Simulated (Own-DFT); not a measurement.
# One host, several defects: wurtzite GaN

No measurement is shown. These are fixed-geometry runs of a retired plane-wave code named Own-DFT, which no person has reviewed; spin and spin-orbit coupling are neglected.

Common settings: PBE; PseudoDojo norm-conserving scalar-relativistic files; cutoff 42 hartree; 4 x 4 x 3 k mesh centred on Gamma; Fermi-Dirac smearing of 0.1 eV.

Keep in mind (not all hold for every row): not probed for a lower state with spin; forces not confirmed at this smearing and k mesh; stress not checked against mesh or cutoff.

All runs share one cell, with vectors in Å (9.567, 0.000, 0.000); (-4.784, 8.285, 0.000); (0.000, 0.000, 10.370) and a volume of 822.0 Å³. Atoms were moved at random from their sites; u is the rms move along one axis. The defect's site can differ from row to row.

```
cell,formula,u (Å),P (GPa)
no defect,Ga36N36,0.0198,5.88
no defect,Ga36N36,0.0216,5.97
no defect,Ga36N36,0.0515,7.54
one Ga on an N site,Ga37N35,0.0290,12.09
one Ga on an N site,Ga37N35,0.0470,12.93
one Ga on an N site,Ga37N35,0.0489,13.15
one N on a Ga site,Ga35N37,0.0274,5.34
one N on a Ga site,Ga35N37,0.0278,5.29
one N on a Ga site,Ga35N37,0.0480,6.66
one N on a Ga site,Ga35N37,0.0505,?
```

## Analysis

P = P0 + c u² + a shift for each defect gives P0 = 5.59 GPa, c = 746 ± 39 GPa/Å² and a scatter of 0.10 GPa. The shifts, and each times the cell's volume:

- one Ga on an N site: 5.78 ± 0.08 GPa, 29.6 eV
- one N on a Ga site: -0.78 ± 0.08 GPa, -4.0 eV

Positive is outwards. The product with the volume (160.2 GPa Å³ to the eV) is nearly free of the cell's size; divided by the bulk modulus at the cell's pressure it gives the volume that the defect adds. The atoms around the defects weren't relaxed, which would change these numbers.

## Check

Q: what pressure belongs in the blank (one N on a Ga site, u = 0.0505 Å)?

The fitted form gives 6.71 ± 0.12 GPa. DFT gave 6.98 GPa.
